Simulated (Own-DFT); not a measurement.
Simulation results for Al3GaN4 (wurtzite random alloy, strained, atoms displaced)

All values are calculated (Own-DFT development build). A calculation, not a measurement: plane-wave PBE density functional theory by an unreviewed code, no spin, of a simulated periodic cell, stress positive in tension, free energy of the whole cell less one offset for each atom, forces on such cells passed a denser k mesh, this cell's mesh not checked; offsets are fitted by least squares, one for each functional and potential file, so energies compare only between cells with the same atoms and settings and are not formation energies; the far tail of each file's local potential was reset to the Coulomb form; each entry is a single point on an unrelaxed cell, so the pressure reflects the starting lattice, mostly measured values, from which strain is counted, and rises with the displacements; printed positions are rounded, which can move forces by about a meV/angstrom; the program is a retired in-house code; no spin-orbit coupling.

Common to all runs: functional PBE; potential files PseudoDojo norm-conserving, scalar-relativistic, standard set with the stringent files for Ga; wave cutoff 96 hartree; occupations Gaussian; smearing width 0.01 eV; k mesh 4 x 4 x 3 centred on Gamma.

(1) 
```cif
# cell vector a (Å): 9.6286 0.0000 0.0000
# cell vector b (Å): -4.8143 8.3386 0.0000
# cell vector c (Å): 0.0000 0.0000 10.0655
data_Al3GaN4
_symmetry_space_group_name_H-M 'P 1'
_symmetry_Int_Tables_number 1
_cell_length_a 9.6286
_cell_length_b 9.6286
_cell_length_c 10.0655
_cell_angle_alpha 90.000
_cell_angle_beta 90.000
_cell_angle_gamma 120.000
_cell_volume 808.15
loop_
_atom_site_label
_atom_site_type_symbol
_atom_site_fract_x
_atom_site_fract_y
_atom_site_fract_z
_atom_site_occupancy
Ga1 Ga 0.10670 0.22545 0.99317 1
Al1 Al 0.22074 0.10794 0.24004 1
N1 N 0.11968 0.24129 0.18744 1
N2 N 0.21927 0.10432 0.43975 1
Al2 Al 0.11150 0.21941 0.50134 1
Al3 Al 0.22280 0.11014 0.74550 1
N3 N 0.11121 0.21568 0.69214 1
N4 N 0.21859 0.10236 0.93597 1
Ga2 Ga 0.10977 0.55530 0.99353 1
Al4 Al 0.21987 0.44460 0.25418 1
N5 N 0.11221 0.55743 0.18116 1
N6 N 0.21393 0.43602 0.44731 1
Al5 Al 0.11385 0.55219 0.49058 1
Al6 Al 0.22980 0.44518 0.75101 1
N7 N 0.10322 0.55955 0.70060 1
N8 N 0.22055 0.44495 0.94521 1
Ga3 Ga 0.11052 0.88420 0.00000 1
Al7 Al 0.21939 0.76737 0.25664 1
N9 N 0.11072 0.88661 0.17863 1
N10 N 0.21337 0.77424 0.43761 1
Al8 Al 0.11365 0.88491 0.50604 1
Al9 Al 0.22717 0.77252 0.74911 1
N11 N 0.12224 0.89842 0.68611 1
N12 N 0.21625 0.76353 0.93727 1
Al10 Al 0.44923 0.22661 0.00111 1
Al11 Al 0.55605 0.12094 0.25698 1
N13 N 0.44539 0.22169 0.17907 1
N14 N 0.56095 0.12211 0.43796 1
Ga4 Ga 0.44987 0.23319 0.50421 1
Al12 Al 0.54975 0.11092 0.75225 1
N15 N 0.44972 0.23109 0.69317 1
N16 N 0.55358 0.10840 0.94561 1
Al13 Al 0.44945 0.55628 0.01142 1
Al14 Al 0.55453 0.44495 0.24663 1
N17 N 0.44678 0.55760 0.19181 1
N18 N 0.54400 0.44365 0.44065 1
Al15 Al 0.43993 0.55953 0.49361 1
Al16 Al 0.54565 0.44392 0.74869 1
N19 N 0.43683 0.55514 0.68139 1
N20 N 0.56392 0.44780 0.94041 1
Al17 Al 0.45894 0.90255 0.00331 1
Al18 Al 0.55111 0.77842 0.24216 1
N21 N 0.46245 0.90076 0.19259 1
N22 N 0.55962 0.78200 0.44368 1
Al19 Al 0.44112 0.88419 0.50125 1
Ga5 Ga 0.55795 0.78398 0.76014 1
N23 N 0.44581 0.88993 0.69461 1
N24 N 0.56219 0.78487 0.94442 1
Al20 Al 0.76694 0.21851 0.99752 1
Al21 Al 0.89554 0.10136 0.24495 1
N25 N 0.78037 0.22672 0.19373 1
N26 N 0.88621 0.11484 0.44334 1
Ga6 Ga 0.78412 0.22310 0.49218 1
Al22 Al 0.88410 0.10495 0.74967 1
N27 N 0.78362 0.22864 0.68644 1
N28 N 0.88812 0.10600 0.93899 1
Al23 Al 0.77351 0.55320 0.00476 1
Al24 Al 0.88336 0.44277 0.24263 1
N29 N 0.77252 0.55729 0.19668 1
N30 N 0.88571 0.45162 0.43571 1
Ga7 Ga 0.77499 0.55472 0.50329 1
Al25 Al 0.87817 0.44699 0.74549 1
N31 N 0.77258 0.55802 0.68828 1
N32 N 0.88175 0.44105 0.94082 1
Al26 Al 0.78109 0.88119 0.00541 1
Ga8 Ga 0.89477 0.78909 0.25230 1
N33 N 0.77691 0.89209 0.19031 1
N34 N 0.89485 0.77683 0.44745 1
Ga9 Ga 0.77602 0.88919 0.49324 1
Al27 Al 0.89073 0.78370 0.74634 1
N35 N 0.77581 0.88600 0.68545 1
N36 N 0.88437 0.77485 0.93589 1
_calc_free_energy_of_cell_above_offsets '-22.869'  # eV
_calc_pressure -3.38  # GPa
_calc_stress_xx 7.81  # GPa
_calc_stress_yy 5.41  # GPa
_calc_stress_zz -3.08  # GPa
_calc_stress_yz -0.14  # GPa
_calc_stress_xz 0.04  # GPa
_calc_stress_xy 0.58  # GPa
```

Force:
```csv
element,x (eV/Å),y (eV/Å),z (eV/Å)
Ga,0.948,-0.562,0.104
Al,0.123,0.69,0.634
N,0.434,-3.015,0.936
N,-0.46,0.193,-0.798
Al,-0.065,-0.885,0.171
Al,0.096,0.2,0.561
N,-0.46,0.773,-0.093
N,0.754,1.656,0.101
Ga,-0.46,-1.156,-0.212
Al,-0.243,0.695,-0.688
N,0.039,-0.181,3.05
N,0.502,1.024,-1.264
Al,-2.087,-0.043,1.935
Al,-1.907,-0.403,0.02
N,1.266,-1.005,-1.895
N,2.105,0.737,-1.357
Ga,0.236,-0.443,-2.733
Al,-0.211,1.197,-2.436
N,0.723,0.502,3.72
N,1.727,-0.077,0.921
Al,-0.695,0.717,-1.126
Al,-1.254,0.56,0.395
N,-0.105,-1.408,1.279
N,1.061,3.334,-0.225
Al,-0.777,-0.665,-1.887
Al,0.993,-0.373,-1.54
N,-0.436,0.37,2.465
N,-0.629,-1.745,0.998
Ga,-0.237,-1.417,-0.763
Al,0.966,0.592,-0.587
N,-0.194,-1.044,1.153
N,-0.558,0.904,-1.302
Al,-0.766,-0.145,-2.344
Al,-0.026,-0.338,0.757
N,-0.462,0.035,1.234
N,0.084,1.295,-1.161
Al,0.577,-0.189,0.502
Al,0.785,1.248,-0.031
N,0.733,-0.007,1.176
N,-1.688,-0.377,0.195
Al,-1.07,-2.297,0.169
Al,0.958,0.356,1.344
N,-1.91,-0.595,0.182
N,-1.99,-1.166,-1.609
Al,0.158,1.173,-0.27
Ga,0.536,-0.81,-1.897
N,-0.769,0.585,-0.782
N,0.011,-0.813,2.075
Al,1.822,0.771,0.666
Al,-1.575,2.759,0.633
N,0.007,-0.971,-0.669
N,2.86,-0.758,-1.832
Ga,-1.603,1.23,0.748
Al,0.145,0.767,-0.499
N,-0.713,-0.975,1.428
N,-1.568,-0.6,0.279
Al,1.003,0.624,-0.627
Al,0.459,0.587,0.506
N,0.307,-0.176,-0.981
N,1.815,-0.284,-0.491
Ga,-0.441,-0.039,-1.15
Al,1.111,-0.13,0.592
N,-0.413,0.092,1.737
N,-0.871,-0.403,-0.097
Al,-0.35,1.095,-1.44
Ga,0.442,-1.433,0.323
N,-0.016,-0.623,0.133
N,-0.234,0.935,-0.635
Ga,0.854,0.208,0.847
Al,0.382,-0.458,-0.165
N,0.32,0.66,1.187
N,-0.099,-0.556,0.426
```

(2) 
```cif
# cell vector a (Å): 9.6286 0.0000 0.0000
# cell vector b (Å): -4.8143 8.3386 0.0000
# cell vector c (Å): 0.0000 0.0000 10.0655
data_Al3GaN4
_symmetry_space_group_name_H-M 'P 1'
_symmetry_Int_Tables_number 1
_cell_length_a 9.6286
_cell_length_b 9.6286
_cell_length_c 10.0655
_cell_angle_alpha 90.000
_cell_angle_beta 90.000
_cell_angle_gamma 120.000
_cell_volume 808.15
loop_
_atom_site_label
_atom_site_type_symbol
_atom_site_fract_x
_atom_site_fract_y
_atom_site_fract_z
_atom_site_occupancy
Al1 Al 0.11323 0.22816 0.00177 1
Al2 Al 0.21531 0.10143 0.24871 1
N1 N 0.11624 0.22102 0.19526 1
N2 N 0.22080 0.10739 0.44045 1
Al3 Al 0.11538 0.23156 0.50074 1
Al4 Al 0.23484 0.11510 0.75726 1
N3 N 0.11657 0.21331 0.69341 1
N4 N 0.22957 0.12546 0.93405 1
Al5 Al 0.11537 0.55965 0.00081 1
Al6 Al 0.21664 0.44329 0.24147 1
N5 N 0.10893 0.54851 0.18743 1
N6 N 0.21827 0.44563 0.44202 1
Al7 Al 0.11857 0.55909 0.49958 1
Al8 Al 0.22501 0.44617 0.75955 1
N7 N 0.11349 0.55118 0.70014 1
N8 N 0.22413 0.44814 0.93532 1
Al9 Al 0.11169 0.89537 0.00372 1
Al10 Al 0.21552 0.77674 0.24595 1
N9 N 0.10789 0.89039 0.18400 1
N10 N 0.22596 0.78101 0.44705 1
Al11 Al 0.11976 0.88722 0.49484 1
Al12 Al 0.22346 0.77377 0.74706 1
N11 N 0.11460 0.88990 0.68161 1
N12 N 0.22776 0.78247 0.94511 1
Ga1 Ga 0.44782 0.22217 0.99412 1
Al13 Al 0.55045 0.10508 0.24986 1
N13 N 0.43505 0.22433 0.18603 1
N14 N 0.55881 0.10908 0.44378 1
Al14 Al 0.45030 0.22601 0.50694 1
Ga2 Ga 0.56146 0.11119 0.74612 1
N15 N 0.44586 0.22078 0.68645 1
N16 N 0.55198 0.11288 0.94460 1
Al15 Al 0.44012 0.55558 0.00997 1
Al16 Al 0.55018 0.44600 0.24832 1
N17 N 0.45233 0.55650 0.18973 1
N18 N 0.55996 0.45026 0.43980 1
Ga3 Ga 0.45035 0.55325 0.49626 1
Al17 Al 0.54556 0.44914 0.74540 1
N19 N 0.44253 0.57077 0.69066 1
N20 N 0.55590 0.44776 0.94830 1
Ga4 Ga 0.45386 0.89941 0.00387 1
Al18 Al 0.55331 0.77748 0.25468 1
N21 N 0.44385 0.89480 0.19656 1
N22 N 0.54575 0.76865 0.44779 1
Al19 Al 0.44063 0.87534 0.49179 1
Al20 Al 0.55360 0.77247 0.75147 1
N23 N 0.44026 0.88588 0.69943 1
N24 N 0.55902 0.77355 0.94221 1
Ga5 Ga 0.77615 0.21940 0.00440 1
Al21 Al 0.89506 0.10538 0.24249 1
N25 N 0.77940 0.21688 0.19055 1
N26 N 0.87680 0.10397 0.43606 1
Al22 Al 0.77890 0.21687 0.50319 1
Ga6 Ga 0.89228 0.11381 0.74308 1
N27 N 0.78121 0.22308 0.69418 1
N28 N 0.89185 0.10640 0.93794 1
Ga7 Ga 0.76474 0.54912 0.99726 1
Al23 Al 0.89561 0.44747 0.25025 1
N29 N 0.77623 0.55447 0.19493 1
N30 N 0.87921 0.43477 0.43792 1
Ga8 Ga 0.77273 0.55900 0.49742 1
Al24 Al 0.89046 0.45343 0.74555 1
N31 N 0.78265 0.56657 0.69061 1
N32 N 0.88792 0.43620 0.94425 1
Ga9 Ga 0.77713 0.88756 0.99817 1
Al25 Al 0.89764 0.79096 0.25428 1
N33 N 0.77434 0.89076 0.19711 1
N34 N 0.88914 0.78042 0.43943 1
Al26 Al 0.77909 0.89567 0.49867 1
Al27 Al 0.87935 0.77079 0.74913 1
N35 N 0.78202 0.88631 0.69182 1
N36 N 0.88672 0.77838 0.94143 1
_calc_stress_yy ?
```

(3) 
```cif
# cell vector a (Å): 9.6286 0.0000 0.0000
# cell vector b (Å): -4.8143 8.3386 0.0000
# cell vector c (Å): 0.0000 0.0000 10.0655
data_Al3GaN4
_symmetry_space_group_name_H-M 'P 1'
_symmetry_Int_Tables_number 1
_cell_length_a 9.6286
_cell_length_b 9.6286
_cell_length_c 10.0655
_cell_angle_alpha 90.000
_cell_angle_beta 90.000
_cell_angle_gamma 120.000
_cell_volume 808.15
loop_
_atom_site_label
_atom_site_type_symbol
_atom_site_fract_x
_atom_site_fract_y
_atom_site_fract_z
_atom_site_occupancy
Al1 Al 0.11012 0.22156 0.00543 1
Al2 Al 0.22562 0.10330 0.25258 1
N1 N 0.11218 0.21855 0.19120 1
N2 N 0.22769 0.11478 0.44447 1
Ga1 Ga 0.12439 0.22356 0.49443 1
Ga2 Ga 0.22271 0.11113 0.74642 1
N3 N 0.11049 0.22417 0.69061 1
N4 N 0.22850 0.11357 0.93741 1
Al3 Al 0.11437 0.55260 0.99470 1
Al4 Al 0.23071 0.44769 0.24954 1
N5 N 0.10569 0.56178 0.19959 1
N6 N 0.22477 0.44543 0.44448 1
Al5 Al 0.10856 0.54572 0.50228 1
Al6 Al 0.23098 0.45148 0.73969 1
N7 N 0.11044 0.55471 0.69341 1
N8 N 0.22863 0.45575 0.93639 1
Ga3 Ga 0.11207 0.88614 0.00036 1
Ga4 Ga 0.22956 0.78161 0.25380 1
N9 N 0.11121 0.88503 0.18267 1
N10 N 0.21677 0.78296 0.44326 1
Al7 Al 0.10640 0.88666 0.49332 1
Al8 Al 0.23090 0.78447 0.74785 1
N11 N 0.10769 0.88721 0.69681 1
N12 N 0.22264 0.77872 0.94562 1
Al9 Al 0.44452 0.22499 0.00516 1
Ga5 Ga 0.55971 0.11149 0.24657 1
N13 N 0.44758 0.22854 0.18702 1
N14 N 0.56467 0.11856 0.43702 1
Al10 Al 0.45013 0.22451 0.49669 1
Ga6 Ga 0.55321 0.11405 0.75228 1
N15 N 0.45151 0.23269 0.69620 1
N16 N 0.56081 0.11459 0.94656 1
Al11 Al 0.43737 0.55660 0.00511 1
Al12 Al 0.55701 0.44663 0.25135 1
N17 N 0.42914 0.54768 0.18397 1
N18 N 0.55846 0.45192 0.43833 1
Al13 Al 0.44743 0.56222 0.48978 1
Al14 Al 0.54338 0.43841 0.75585 1
N19 N 0.43302 0.55560 0.68610 1
N20 N 0.54974 0.44458 0.93439 1
Al15 Al 0.44191 0.89034 0.00687 1
Al16 Al 0.55188 0.78476 0.24852 1
N21 N 0.44291 0.88533 0.18995 1
N22 N 0.55563 0.77696 0.43899 1
Al17 Al 0.44733 0.88375 0.51276 1
Al18 Al 0.56460 0.78511 0.75280 1
N23 N 0.45000 0.88258 0.68849 1
N24 N 0.55253 0.77699 0.93624 1
Ga7 Ga 0.78367 0.22585 0.99811 1
Ga8 Ga 0.88586 0.11727 0.24659 1
N25 N 0.77763 0.21877 0.20137 1
N26 N 0.88651 0.10694 0.43731 1
Al19 Al 0.76749 0.22232 0.49430 1
Al20 Al 0.87741 0.11164 0.75073 1
N27 N 0.77009 0.21743 0.69765 1
N28 N 0.89066 0.11171 0.93398 1
Al21 Al 0.77933 0.55876 0.00355 1
Al22 Al 0.89098 0.43843 0.25375 1
N29 N 0.78146 0.55242 0.19396 1
N30 N 0.88491 0.43933 0.43684 1
Ga9 Ga 0.77497 0.56177 0.50799 1
Al23 Al 0.89046 0.44023 0.76009 1
N31 N 0.78310 0.55837 0.69534 1
N32 N 0.89636 0.44051 0.94626 1
Al24 Al 0.77690 0.89138 0.00916 1
Al25 Al 0.88196 0.77912 0.25794 1
N33 N 0.77377 0.89185 0.19479 1
N34 N 0.90028 0.77690 0.43383 1
Al26 Al 0.78255 0.89244 0.50377 1
Al27 Al 0.88630 0.77963 0.75253 1
N35 N 0.78482 0.89705 0.68834 1
N36 N 0.89626 0.76742 0.94251 1
_calc_pressure ?
```

To be estimated
1. Give the missing stress yy for Al3GaN4 (wurtzite random alloy, strained, atoms displaced) (entry 2).
2. Give the missing pressure for Al3GaN4 (wurtzite random alloy, strained, atoms displaced) (entry 3).

Answers
1. 5.62 GPa
2. -2.8 GPa

Further results for Al3GaN4 (wurtzite random alloy, strained, atoms displaced) (entry 2):

- free energy of cell above offsets: -22.689 eV
- pressure: -3.38 GPa
- stress xx: 6.31 GPa
- stress zz: -1.79 GPa
- stress yz: -0.08 GPa
- stress xz: 0.07 GPa
- stress xy: 0.47 GPa

Force:
```csv
element,x (eV/Å),y (eV/Å),z (eV/Å)
Al,0.118,-0.643,-0.821
Al,0.917,1.818,0.633
N,-0.66,0.131,-0.977
N,0.158,0.75,-0.345
Al,0.264,-1.841,0.048
Al,-1.111,-1.53,-2.699
N,0.014,2.12,-0.669
N,-0.852,-1.489,2.088
Al,-0.908,-0.147,-1.247
Al,1.294,-0.232,1.526
N,0.032,1.365,0.548
N,0.298,-0.119,-1.108
Al,-1.25,-0.724,0.736
Al,-0.173,-0.623,-2.705
N,-0.52,0.307,-1.317
N,0.178,-0.082,3.32
Al,0.172,-0.479,-2.575
Al,0.772,-0.001,0.119
N,0.466,-0.319,1.666
N,-0.025,-1.436,-1.979
Al,-1.89,0.889,1.301
Al,-0.926,0.811,0.66
N,0.167,-0.46,1.78
N,-1.082,-0.413,-0.026
Ga,-0.959,0.739,1.047
Al,0.162,2.216,0.648
N,0.98,-0.583,1.613
N,-0.643,-0.369,-0.058
Al,-0.165,-1.001,-2.389
Ga,-0.473,-0.541,0.461
N,-0.404,1.605,1.456
N,1.376,0.054,-1.027
Al,0.798,0.303,-2.057
Al,1.815,-0.816,-0.111
N,-2.299,0.516,1.269
N,-0.498,-2.143,-0.39
Ga,-1.681,-0.315,0.72
Al,1.139,0.046,0.83
N,0.91,-2.95,0.418
N,-2.46,-0.425,-2.411
Ga,-0.135,-1.536,-0.721
Al,0.289,0.196,-0.29
N,0.051,-1.767,0.699
N,1.271,1.588,-1.622
Al,-0.447,2.295,1.917
Al,-0.096,2.398,0.284
N,1.087,-0.549,-1.498
N,-1.156,-0.47,0.024
Ga,0.502,-0.063,-0.877
Al,-1.724,0.967,1.015
N,-0.162,0.206,1.514
N,1.456,1.171,0.365
Al,-0.742,0.342,-0.856
Ga,0.766,-0.686,0.903
N,-0.214,1.348,-1.099
N,0.179,1.146,0.882
Ga,2.625,1.204,1.2
Al,-1.673,-1.24,-0.358
N,0.229,0.528,0.516
N,1.423,0.991,0.812
Ga,1.755,0.257,-0.242
Al,0.458,-0.945,1.038
N,-0.698,-2.326,0.461
N,0.085,1.789,-1.178
Ga,0.191,0.06,0.374
Al,-1.202,-2.109,-0.83
N,0.558,-0.694,0.055
N,0.381,1.043,0.007
Al,0.444,-1.166,0.484
Al,1.512,2.44,0.28
N,-1.454,-0.454,-0.765
N,1.391,0.049,-0.469
```

Further results for Al3GaN4 (wurtzite random alloy, strained, atoms displaced) (entry 3):

* free energy of cell above offsets: -22.323 eV
* stress xx: 5.62 GPa
* stress yy: 6.83 GPa
* stress zz: -4.06 GPa
* stress yz: 0.22 GPa
* stress xz: -0.03 GPa
* stress xy: -0.84 GPa

Force:
```csv
element,x (eV/Å),y (eV/Å),z (eV/Å)
Al,0.734,0.338,-1.756
Al,-0.683,0.439,-0.945
N,0.517,0.648,0.336
N,1.843,-1.381,-1.207
Ga,-2.532,-0.003,1.173
Ga,-0.596,0.223,0.265
N,-0.733,0.319,0.175
N,-0.601,0.545,1.476
Al,-0.334,1.075,1.173
Al,-2.807,-1.108,0.508
N,1.887,-1.742,-1.351
N,0.256,0.934,-1.332
Al,-1.188,0.821,-0.283
Al,-1.907,-1.476,1.367
N,-0.099,0.229,-0.187
N,-0.02,-1.564,0.292
Ga,0.113,0.803,-1.208
Ga,-1.52,-0.681,-0.191
N,-0.933,1.022,3.346
N,1.962,-0.567,1.384
Al,1.008,0.738,1.819
Al,-0.954,-1.057,0.582
N,0.52,-0.51,-1.485
N,1.599,-0.469,-1.209
Al,0.024,0.036,-1.719
Ga,-1.015,-0.045,0.038
N,-0.385,-0.379,1.471
N,-2.02,-1.717,1.263
Al,-0.069,0.407,0.647
Ga,0.004,-0.391,0.446
N,-0.155,-1.083,-2.104
N,-1.223,-0.766,0.577
Al,0.785,0.036,-2.398
Al,0.352,0.139,-0.847
N,2.457,1.8,1.768
N,-0.819,-0.865,0.043
Al,-0.07,-0.817,1.58
Al,0.362,1.96,-1.424
N,3.111,1.464,-0.555
N,0.511,0.394,2.616
Al,0.184,-0.097,-1.82
Al,0.956,-0.989,0.286
N,0.684,0.723,0.087
N,0.122,0.717,-0.021
Al,-0.884,0.509,-3.161
Al,-0.106,-1.352,-0.649
N,-0.875,0.607,1.711
N,0.511,0.596,1.794
Ga,-0.149,-0.872,0.756
Ga,2.164,-0.881,1.133
N,-0.795,1.817,-1.993
N,-0.316,0.262,1.324
Al,2.633,0.651,1.16
Al,2.04,0.523,-0.913
N,0.641,1.238,-1.399
N,0.696,-0.792,1.723
Al,0.155,-1.087,-0.142
Al,-0.738,1.134,-0.452
N,-1.228,0.271,-0.121
N,0.477,0.129,1.486
Ga,1.377,-0.79,-0.836
Al,-0.284,0.557,-1.397
N,-0.816,-0.37,1.218
N,-1.137,1.467,-0.29
Al,0.377,-0.468,-1.717
Al,1.226,-0.507,-2.769
N,0.118,-1.305,-0.308
N,-2.245,0.794,1.849
Al,0.025,0.145,-1.324
Al,0.94,-0.187,0.274
N,-0.378,-1.079,0.708
N,-2.757,0.882,-0.337
```
